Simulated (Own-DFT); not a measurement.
# Computed records: InGa3As4 (zincblende random alloy, strained, atoms displaced)

A calculation, not a measurement: plane-wave PBE density functional theory by an unreviewed code, no spin, of a simulated periodic cell, stress positive in tension, free energy of the whole cell less one offset for each atom, forces on such cells passed a denser k mesh, this cell's mesh not checked; offsets are fitted by least squares, one for each functional and potential file, so energies compare only between cells with the same atoms and settings and are not formation energies; the far tail of each file's local potential was reset to the Coulomb form; each entry is a single point on an unrelaxed cell, so the pressure reflects the starting lattice, mostly measured values, from which strain is counted, and rises with the displacements; printed positions are rounded, which can move forces by about a meV/angstrom; the program is a retired in-house code; no spin-orbit coupling; before rounding, a Quantum ESPRESSO 7.3.1 run of the same cell and cutoff gave forces within 1 meV/angstrom rms on each cell, which checks the program and not the settings. Program: Own-DFT development build.

```cif
# cell vector a (Å): 11.3066 0.0000 0.0000
# cell vector b (Å): 0.0000 11.3066 0.0000
# cell vector c (Å): 0.0000 0.0000 11.6914
data_InGa3As4
_symmetry_space_group_name_H-M 'P 1'
_symmetry_Int_Tables_number 1
_cell_length_a 11.3066
_cell_length_b 11.3066
_cell_length_c 11.6914
_cell_angle_alpha 90.000
_cell_angle_beta 90.000
_cell_angle_gamma 90.000
_cell_volume 1494.62
loop_
_atom_site_label
_atom_site_type_symbol
_atom_site_fract_x
_atom_site_fract_y
_atom_site_fract_z
_atom_site_occupancy
Ga1 Ga 0.00207 0.99881 0.01240 1
Ga2 Ga 0.00030 0.24986 0.24757 1
Ga3 Ga 0.25258 0.00186 0.24800 1
Ga4 Ga 0.25253 0.24788 0.00392 1
As1 As 0.12478 0.12215 0.12619 1
As2 As 0.12164 0.37813 0.37217 1
As3 As 0.37172 0.12535 0.36912 1
As4 As 0.37068 0.37313 0.12066 1
Ga5 Ga 0.99868 0.99718 0.50052 1
Ga6 Ga 0.00800 0.24976 0.75680 1
In1 In 0.23837 0.00557 0.75908 1
Ga7 Ga 0.24906 0.24029 0.49855 1
As5 As 0.12480 0.13011 0.62411 1
As6 As 0.13018 0.38631 0.87705 1
As7 As 0.38008 0.13092 0.87574 1
As8 As 0.37197 0.36985 0.62982 1
Ga8 Ga 0.00126 0.50019 0.99695 1
Ga9 Ga 0.00331 0.74469 0.25112 1
Ga10 Ga 0.26128 0.49904 0.24509 1
In2 In 0.24552 0.74992 0.00576 1
As9 As 0.11568 0.62583 0.13351 1
As10 As 0.12548 0.88064 0.37255 1
As11 As 0.37112 0.61749 0.36611 1
As12 As 0.37575 0.87282 0.13616 1
Ga11 Ga 0.99995 0.50077 0.49897 1
Ga12 Ga 0.00636 0.75195 0.76072 1
Ga13 Ga 0.24939 0.50021 0.74466 1
Ga14 Ga 0.25101 0.74458 0.49512 1
As13 As 0.12214 0.61949 0.62783 1
As14 As 0.12114 0.86976 0.87719 1
As15 As 0.37357 0.62299 0.87055 1
As16 As 0.37603 0.88345 0.62380 1
In3 In 0.50315 0.99998 0.99814 1
Ga15 Ga 0.49837 0.24407 0.24774 1
In4 In 0.74467 0.00319 0.25068 1
Ga16 Ga 0.75328 0.24497 0.99555 1
As17 As 0.62729 0.11575 0.12129 1
As18 As 0.62365 0.36545 0.37534 1
As19 As 0.87820 0.11931 0.37361 1
As20 As 0.88072 0.38101 0.11733 1
In5 In 0.49329 0.99483 0.50653 1
In6 In 0.50521 0.24787 0.75103 1
Ga17 Ga 0.74939 0.00058 0.75161 1
Ga18 Ga 0.75513 0.24732 0.49719 1
As21 As 0.62922 0.12733 0.62634 1
As22 As 0.62784 0.37309 0.87382 1
As23 As 0.87314 0.12941 0.87282 1
As24 As 0.87282 0.38524 0.61771 1
Ga19 Ga 0.49819 0.49348 0.00375 1
Ga20 Ga 0.50192 0.74885 0.24874 1
Ga21 Ga 0.74986 0.50494 0.25435 1
In7 In 0.74411 0.76275 0.00698 1
As25 As 0.62984 0.61975 0.12791 1
As26 As 0.62541 0.87801 0.38544 1
As27 As 0.87379 0.62301 0.37118 1
As28 As 0.87381 0.86963 0.12933 1
Ga22 Ga 0.49806 0.48810 0.49709 1
Ga23 Ga 0.49938 0.74901 0.75935 1
In8 In 0.74388 0.49664 0.74970 1
Ga24 Ga 0.75314 0.75122 0.49814 1
As29 As 0.62371 0.62350 0.62239 1
As30 As 0.63488 0.87111 0.88092 1
As31 As 0.87238 0.62094 0.87155 1
As32 As 0.87752 0.87023 0.62235 1
_calc_functional 'PBE'
_calc_potential_files 'PseudoDojo norm-conserving, scalar-relativistic, standard set'
_calc_wave_cutoff 42  # hartree
_calc_occupations 'Fermi-Dirac'
_calc_smearing_width 0.1  # eV
_calc_k_mesh '3 x 3 x 3 centred on Gamma'
_calc_stress_yy ?
_calc_stress_xx ?
_calc_pressure ?
```

## Withheld values
1. What stress yy does the calculation give for InGa3As4 (zincblende random alloy, strained, atoms displaced)?
2. InGa3As4 (zincblende random alloy, strained, atoms displaced): stress xx?
3. Give the missing pressure for InGa3As4 (zincblende random alloy, strained, atoms displaced).

## Answers
1. -6.71 GPa
2. -7.04 GPa
3. 6.4 GPa

Further results for InGa3As4 (zincblende random alloy, strained, atoms displaced):

```
free energy of cell above offsets : -20.510 eV
stress zz                         : -5.46 GPa
stress yz                         : 0.31 GPa
stress xz                         : -0.17 GPa
stress xy                         : -0.52 GPa
```

Force:
```tsv
element	x (eV/Å)	y (eV/Å)	z (eV/Å)
Ga	-0.765	-0.266	-1.05
Ga	-0.25	0.326	0.118
Ga	-0.386	-0.156	0.197
Ga	-0.615	0.021	-0.698
As	0.455	0.471	0.06
As	0.808	-0.38	0.04
As	-0.101	0.269	-0.013
As	0.745	-0.346	0.538
Ga	0.206	0.183	0.196
Ga	-0.554	0.971	-0.596
In	0.991	-0.182	-0.491
Ga	-0.067	1.278	-0.337
As	-1.253	0.08	-0.705
As	0.188	-1.167	0.1
As	-1.605	-0.132	1.082
As	-0.678	0.556	-1.457
Ga	-0.098	0.778	-0.033
Ga	-0.67	0.961	0.757
Ga	-1.774	-0.35	-0.109
In	0.579	-0.588	0.233
As	0.615	-1.644	-0.407
As	0.088	-0.619	0.177
As	1.169	0.703	1.127
As	0.244	0.342	0.004
Ga	0.003	0.133	-0.334
Ga	-1.157	-1.005	-1.221
Ga	0.267	-0.011	0.069
Ga	-0.148	0.252	0.384
As	0.15	0.968	-0.409
As	-1.128	1.032	0.943
As	0.432	-0.677	0.356
As	-2.268	-3.408	2.473
In	-1.187	-0.982	-0.163
Ga	0.247	0.314	-0.427
In	0.692	-1.093	0.699
Ga	-0.25	0.779	0.739
As	-0.144	3.27	-0.062
As	0.26	0.289	-0.489
As	0.818	1.293	0.757
As	-0.913	-0.865	0.794
In	1.368	2.328	-1.464
In	-0.072	0.524	-0.377
Ga	0.404	-0.231	-0.438
Ga	0.291	0.083	0.216
As	1.389	-0.667	-0.728
As	-0.463	-0.23	2.717
As	0.897	-0.999	0.172
As	1.033	-2.001	-0.178
Ga	0.391	0.466	-0.619
Ga	0.453	-0.333	0.794
Ga	0.029	-1.24	-0.259
In	1.655	-3.153	0.437
As	-1.438	-0.336	0.28
As	0.033	-1.869	-1.077
As	0.382	0.527	0.724
As	2.262	0.914	1.019
Ga	-0.233	0.611	0.253
Ga	0.337	0.33	-1.092
In	0.478	0.564	-0.512
Ga	-0.199	-0.553	0.151
As	-1.209	1.05	-0.939
As	-2.057	1.555	-3.735
As	1.204	1.027	0.958
As	0.118	0.236	0.85
```
